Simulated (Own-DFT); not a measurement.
Hf36O71 (tetragonal hafnia with one neutral oxygen vacancy, atoms displaced) (calculated)

A calculation, not a measurement: plane-wave PBE and HSE06 DFT by an unreviewed code, no spin, of a simulated cell at Gamma alone, so results move with cell size and shape, stress positive in tension, energies less offsets, not probed for a lower state with spin; hafnium file: forces about 75 meV/angstrom off all-electron values; oxygen file: force components 24 meV/angstrom off all-electron in a glass; k mesh not checked against a denser one; forces and stress are PBE's, HSE06 gives the energy alone, and its difference from PBE has offsets of its own; offsets are fitted by least squares, one for each functional and potential file, so energies compare only between cells with the same atoms and settings and are not formation energies; the far tail of each file's local potential was reset to the Coulomb form; each entry is a single point on an unrelaxed cell, so the pressure reflects the starting lattice, taken from the Materials Project, from which strain is counted, and rises with the displacements; printed positions are rounded, which can move forces by about a meV/angstrom; the program is a retired in-house code; no spin-orbit coupling. Program: Own-DFT development build.

## Hf36O71 (tetragonal hafnia with one neutral oxygen vacancy, atoms displaced)

```cif
# cell vector a (Å): 10.7800 0.0000 0.0000
# cell vector b (Å): 0.0000 10.7800 0.0000
# cell vector c (Å): 0.0000 0.0000 10.4493
data_Hf36O71
_symmetry_space_group_name_H-M 'P 1'
_symmetry_Int_Tables_number 1
_cell_length_a 10.7800
_cell_length_b 10.7800
_cell_length_c 10.4493
_cell_angle_alpha 90.000
_cell_angle_beta 90.000
_cell_angle_gamma 90.000
_cell_volume 1214.30
loop_
_atom_site_label
_atom_site_type_symbol
_atom_site_fract_x
_atom_site_fract_y
_atom_site_fract_z
_atom_site_occupancy
Hf1 Hf 0.99050 0.99256 0.00149 1
Hf2 Hf 0.16581 0.15648 0.25050 1
O1 O 0.99409 0.16144 0.14563 1
O2 O 0.17101 0.00389 0.35021 1
O3 O 0.00237 0.17284 0.39999 1
O4 O 0.16515 0.99961 0.10116 1
Hf3 Hf 0.99660 0.01210 0.49366 1
Hf4 Hf 0.16750 0.15795 0.73745 1
O5 O 0.99688 0.15796 0.65461 1
O6 O 0.16491 0.00139 0.85093 1
O7 O 0.01374 0.16828 0.90174 1
O8 O 0.16154 0.00598 0.59794 1
Hf5 Hf 0.01267 0.31734 0.00428 1
Hf6 Hf 0.16679 0.49942 0.24538 1
O9 O 0.98111 0.48626 0.15304 1
O10 O 0.16508 0.32902 0.34196 1
O11 O 0.00688 0.49769 0.38876 1
O12 O 0.16347 0.33089 0.09782 1
Hf7 Hf 0.00534 0.33664 0.50601 1
Hf8 Hf 0.17920 0.48673 0.73671 1
O13 O 0.99580 0.49581 0.64266 1
O14 O 0.16418 0.34268 0.85127 1
O15 O 0.99794 0.49934 0.90625 1
O16 O 0.15976 0.34662 0.58907 1
Hf9 Hf 0.99196 0.66113 0.00471 1
Hf10 Hf 0.17395 0.84459 0.24805 1
O17 O 0.01641 0.82428 0.15703 1
O18 O 0.17246 0.67161 0.34550 1
O19 O 0.15940 0.66691 0.09839 1
Hf11 Hf 0.00362 0.66520 0.50962 1
Hf12 Hf 0.15907 0.84712 0.75098 1
O20 O 0.00597 0.83123 0.67312 1
O21 O 0.16859 0.67376 0.84325 1
O22 O 0.00918 0.83473 0.89451 1
O23 O 0.16581 0.66476 0.59877 1
Hf13 Hf 0.33097 0.01274 0.00569 1
Hf14 Hf 0.50048 0.17431 0.24387 1
O24 O 0.32359 0.17781 0.15098 1
O25 O 0.49824 0.98752 0.36041 1
O26 O 0.33568 0.16590 0.40140 1
O27 O 0.50689 0.99442 0.10259 1
Hf15 Hf 0.33492 0.99641 0.49624 1
Hf16 Hf 0.50590 0.16748 0.75505 1
O28 O 0.33533 0.15927 0.65428 1
O29 O 0.50469 0.00356 0.85687 1
O30 O 0.32307 0.18074 0.90080 1
O31 O 0.49331 0.99079 0.59621 1
Hf17 Hf 0.33309 0.32158 0.99244 1
Hf18 Hf 0.49036 0.49896 0.24784 1
O32 O 0.33912 0.49550 0.16002 1
O33 O 0.50555 0.33476 0.35929 1
O34 O 0.33072 0.49745 0.40258 1
O35 O 0.48617 0.32758 0.11079 1
Hf19 Hf 0.32658 0.33656 0.50934 1
Hf20 Hf 0.50272 0.50289 0.75023 1
O36 O 0.32224 0.49058 0.65251 1
O37 O 0.49574 0.33416 0.86364 1
O38 O 0.32679 0.50039 0.90040 1
O39 O 0.51476 0.32644 0.60027 1
Hf21 Hf 0.33255 0.66569 0.02000 1
Hf22 Hf 0.48945 0.84463 0.24194 1
O40 O 0.32210 0.83125 0.16514 1
O41 O 0.48911 0.67001 0.34170 1
O42 O 0.33618 0.83269 0.39883 1
O43 O 0.50327 0.66304 0.08335 1
Hf23 Hf 0.32553 0.65585 0.51366 1
Hf24 Hf 0.50087 0.84227 0.74883 1
O44 O 0.33545 0.83477 0.66259 1
O45 O 0.49617 0.65850 0.83527 1
O46 O 0.33444 0.85438 0.90250 1
O47 O 0.50532 0.66049 0.60262 1
Hf25 Hf 0.67595 0.99963 0.99602 1
Hf26 Hf 0.82230 0.16832 0.24063 1
O48 O 0.66889 0.19547 0.14863 1
O49 O 0.81719 0.99391 0.35353 1
O50 O 0.66721 0.17475 0.40890 1
O51 O 0.83561 0.00007 0.09759 1
Hf27 Hf 0.66902 0.00014 0.51211 1
Hf28 Hf 0.83626 0.16446 0.73724 1
O52 O 0.66578 0.16346 0.63996 1
O53 O 0.82542 0.99862 0.85445 1
O54 O 0.65882 0.17364 0.90619 1
O55 O 0.83763 0.99399 0.59708 1
Hf29 Hf 0.65615 0.33147 0.99041 1
Hf30 Hf 0.84897 0.49927 0.24338 1
O56 O 0.66493 0.49668 0.13844 1
O57 O 0.84218 0.33582 0.34094 1
O58 O 0.66000 0.49459 0.39389 1
O59 O 0.83206 0.34047 0.08694 1
Hf31 Hf 0.67017 0.33297 0.48827 1
Hf32 Hf 0.83135 0.50177 0.75662 1
O60 O 0.66721 0.49136 0.65223 1
O61 O 0.82724 0.32417 0.85620 1
O62 O 0.67455 0.49163 0.88599 1
O63 O 0.83214 0.33047 0.59936 1
Hf33 Hf 0.65267 0.65860 0.00184 1
Hf34 Hf 0.84147 0.81702 0.24114 1
O64 O 0.66894 0.83056 0.13642 1
O65 O 0.83264 0.66312 0.35764 1
O66 O 0.65681 0.82059 0.39898 1
O67 O 0.81900 0.67472 0.09326 1
Hf35 Hf 0.66416 0.66171 0.50597 1
Hf36 Hf 0.83519 0.82295 0.75417 1
O68 O 0.67522 0.82866 0.64520 1
O69 O 0.83823 0.66301 0.85424 1
O70 O 0.65921 0.83205 0.90706 1
O71 O 0.82787 0.66437 0.58487 1
```

- first functional: PBE
- second functional: HSE06
- exact exchange share: 0.25
- screening: 0.11 1/bohr
- exchange divergence: Gygi-Baldereschi
- potential files: PseudoDojo norm-conserving, scalar-relativistic, made for PBE, standard set
- wave cutoff: 48 hartree
- occupations: fixed
- k mesh: 1 x 1 x 1 centred on Gamma
- PBE energy of cell above offsets: -85.805 eV
- HSE06 less PBE above offsets: 0.614 eV
- PBE pressure: 5.43 GPa
- PBE stress xx: -10.86 GPa
- PBE stress yy: -1.04 GPa
- PBE stress zz: -4.39 GPa
- PBE stress yz: -1.9 GPa
- PBE stress xz: 1.41 GPa
- PBE stress xy: -0.14 GPa

Force:
```tsv
element	x (eV/Å)	y (eV/Å)	z (eV/Å)
Hf	2.264	1.381	-1.221
Hf	-1.28	2.749	-0.088
O	0.473	-0.054	0.789
O	-0.516	-0.697	0.689
O	0.052	-1.022	0.312
O	0.129	0.249	-0.102
Hf	-0.523	-1.545	-0.494
Hf	-0.583	-0.225	2.889
O	1.378	0.791	-1.248
O	0.385	2.085	-0.032
O	-0.459	-2.567	-0.944
O	0.321	0.011	-0.085
Hf	-3.922	2.517	-1.282
Hf	-1.05	-0.031	1.379
O	9.151	1.299	-4.418
O	0.636	0.291	0.359
O	0.48	0.691	1.501
O	1.837	0.855	0.991
Hf	-4.591	1.14	-3.381
Hf	-7.337	3.481	6.459
O	0.41	0.49	0.523
O	0.197	-2.115	-1.276
O	-0.453	0.004	0.377
O	2.408	-1.491	2.141
Hf	1.08	-0.521	-2.54
Hf	-3.204	-1.689	4.138
O	-3.507	0.566	-0.86
O	-0.496	-0.665	0.13
O	0.977	-1.673	0.409
Hf	-1.244	-0.271	-2.329
Hf	4.095	-2.835	2.244
O	-3.809	-0.81	-3.68
O	0.36	-0.556	-0.132
O	-1.628	-0.074	2.546
O	-0.038	-0.289	0.32
Hf	0.153	-1.327	-1.455
Hf	-0.429	0.829	1.998
O	1.57	-1.695	-0.288
O	0.022	2.634	-1.382
O	-0.099	0.369	0.362
O	-1.458	1.462	0.04
Hf	0.263	-0.557	-0.354
Hf	0.577	0.728	-0.923
O	0.039	1.069	0.033
O	-0.044	1.026	-0.989
O	0.176	-5.771	-2.365
O	1.531	0.247	1.612
Hf	-0.67	6.068	2.761
Hf	5.197	0.185	2.95
O	-3.434	1.422	-2.158
O	-1.298	-0.675	-1.614
O	-0.438	-0.504	0.932
O	0.897	-0.327	-0.729
Hf	3.534	-1.509	-3.016
Hf	1.131	-1.426	-0.518
O	6.736	0.134	-3.344
O	-0.279	-0.191	-1.427
O	0.539	0.276	0.95
O	-3.241	0.208	0.95
Hf	-2.766	-0.323	-4.641
Hf	3.974	-1.765	3.284
O	3.862	-0.527	-4.242
O	-0.383	-1.019	-1.101
O	-0.884	0.03	1.42
O	-3.772	0.408	2.87
Hf	2.261	2.537	-3.174
Hf	-0.15	-0.919	0.537
O	-0.765	-0.361	-1.221
O	0.322	2.373	1.66
O	0.726	-1.43	1.977
O	-2.394	-0.454	-0.006
Hf	-1.47	-1.597	-0.26
Hf	1.939	0.908	1.834
O	-1.617	-1.92	0.297
O	1.085	0.574	-1.171
O	0.049	-3.353	-2.519
O	-0.81	-0.085	0.979
Hf	-0.274	-1.551	-2.978
Hf	-1.754	1.783	1.97
O	0.212	-1.382	2.14
O	0.501	0.099	-0.649
O	-0.381	-2.851	-1.446
O	0.316	0.444	0.856
Hf	2.381	2.531	2.424
Hf	-9.094	-0.456	4.471
O	-1.049	0.525	0.3
O	-0.456	-0.999	0.22
O	0.196	1.342	0.697
O	0.351	-1.118	0.489
Hf	-0.026	2.68	1.214
Hf	0.35	-2.567	-0.12
O	0.362	0.91	-0.061
O	0.441	-0.353	-2.431
O	-1.256	1.533	0.695
O	1.078	-0.819	-0.075
Hf	3.933	-0.186	-2.021
Hf	-2.551	0.614	2.249
O	-0.54	0.637	1.635
O	1.491	0.632	-2.03
O	0.36	0.875	0.544
O	2.758	-0.277	0.976
Hf	-0.587	0.098	-3.523
Hf	-0.4	0.805	-0.183
O	-0.929	0.783	1.376
O	-0.177	1.02	-0.766
O	0.192	-0.165	-1.626
O	2.377	0.192	3.029
```
